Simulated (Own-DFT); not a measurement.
# How strain changes the stress of 4H SiC, 72 atoms (C36Si36)

Calculated results; nothing here was measured. They come from Own-DFT, an in-house plane-wave density functional program, since retired, whose code no person has reviewed. Each row is one single-point run on a periodic cell that was not relaxed, without spin or spin-orbit coupling.

Settings of every run: PBE; PseudoDojo norm-conserving scalar-relativistic files; cutoff 42 hartree; 4 x 4 x 3 k mesh centred on Gamma; Fermi-Dirac smearing of 0.1 eV.

Known limits: forces on such cells passed a denser k mesh, each cell not checked; stress not checked against mesh or cutoff.

Unstrained cell vectors in Å: (9.248, 0.000, 0.000); (-4.624, 8.009, 0.000); (0.000, 0.000, 10.068). The unstrained cell has measured lattice constants (interpolated for alloys), not those of this functional. That, the random moves and any unrelaxed bonds set the pressure at no strain. Each run strains this cell uniformly, with the atoms carried along. Every atom was also moved at random, by a Gaussian of width 0.05 Å on each axis. Strain is the symmetric tensor, in per cent. Stress is positive in tension, and the pressure is minus a third of its trace.

```
run,e_xx (%),e_yy (%),e_zz (%),e_yz (%),e_xz (%),e_xy (%),s_xx (GPa),s_yy (GPa),s_zz (GPa),s_yz (GPa),s_xz (GPa),s_xy (GPa),P (GPa),E (meV/atom)
1,1.52,-1.34,1.07,-0.06,1.12,-1.23,3.41,-13.00,-0.10,0.11,3.94,-5.05,3.23,40.8
2,0.18,-0.31,0.37,-0.57,1.05,0.70,-2.67,-6.52,-6.20,-1.48,4.13,1.46,5.13,41.6
3,0.37,-0.77,1.34,-0.22,1.45,1.23,-2.19,-10.22,0.33,-0.39,3.86,7.09,4.03,49.6
4,-0.78,-0.10,0.64,-1.17,1.01,1.02,-8.49,-6.12,-3.22,-3.76,3.15,5.06,5.95,28.1
5,-1.18,-1.41,0.39,1.79,-0.24,-1.04,-12.54,-12.25,-8.15,6.08,-0.73,-5.30,10.98,64.6
6,1.10,-1.03,-0.87,0.03,-1.77,1.43,-0.29,-9.27,-12.48,-0.25,-6.24,6.50,7.34,44.2
7,1.13,1.21,-1.10,1.08,0.15,-1.87,1.31,3.16,-14.55,3.23,0.57,-7.70,3.36,45.1
8,-1.93,-1.51,1.68,-0.05,-1.90,-1.42,-17.40,-16.35,0.88,-0.20,-7.11,-5.73,10.96,78.1
9,-0.94,0.11,1.41,0.70,-0.23,1.70,-9.45,-4.90,0.70,3.18,-1.68,9.46,4.55,39.2
10,-0.96,-1.51,1.46,1.65,-1.14,-0.33,-11.26,-12.80,0.89,4.95,-3.43,-1.17,7.72,44.6
11,0.81,-0.87,-1.36,-0.59,-1.75,1.62,-1.94,-10.31,-14.54,-2.78,-5.78,8.84,8.93,46.1
12,-0.82,-0.39,-1.26,0.62,-0.85,1.82,-10.91,-8.08,-17.50,2.17,-2.01,8.35,12.16,74.3
13,0.99,-0.42,-0.65,1.53,1.21,0.75,0.04,-8.05,-10.83,5.78,2.79,3.75,6.28,56.6
14,1.93,0.77,0.75,2.00,-0.98,0.03,6.45,1.83,-0.41,6.34,-3.39,0.64,-2.63,0.0
15,0.50,-0.46,-1.21,-0.44,-1.66,-1.45,-2.81,-9.17,-14.10,-0.41,-5.99,-7.96,8.70,45.7
16,-0.44,0.40,0.91,0.62,-0.35,-1.36,-6.38,-2.24,-1.05,1.71,-0.25,-5.66,3.22,16.0
17,-0.97,1.20,-0.82,-1.32,1.68,1.29,?,?,?,?,?,?,?,?
```

E is the free energy for each atom above the lowest run shown.

## Worked fit

Each stress component was fitted by least squares to a constant and the strains of the runs shown, as fractions, with shears doubled. Shear strains stay in the fit of a normal stress only where such slopes are resolved. The slopes, in GPa:

| stress | at no strain | per e_xx | per e_yy | per e_zz | scatter |
|---|---|---|---|---|---|
| s_xx | -5.0 | 574 ± 17 | 84 ± 22 | 57 ± 16 | 0.64 |
| s_yy | -4.9 | 52 ± 31 | 611 ± 40 | 16 ± 30 | 1.19 |
| s_zz | -7.6 | 97 ± 26 | 32 ± 34 | 644 ± 25 | 0.99 |

Each shear stress against twice its own strain: yz 164 ± 9, xz 166 ± 10, xy 240 ± 11 GPa. These are stiffnesses along x, y and z of the frame in which the cell vectors are given, which need not be the crystal's axes. The atoms are held to the strained lattice; where symmetry lets them move under strain, relaxing them would lower some slopes. The table should be nearly symmetric about its diagonal, and what it lacks of that shows the noise. A ninth of its sum, 241 ± 7 GPa, estimates the bulk modulus near the mean pressure of these runs, 6.2 GPa, so it lies above the value at zero pressure.

## Withheld run

Question: what normal stresses and pressure should run 17 give?

The fit gives s_xx = -10.0, s_yy = 1.8, s_zz = -13.5 and P = 7.2 GPa. The calculation gave -9.16, 1.20, -13.15 and P = 7.04 GPa.
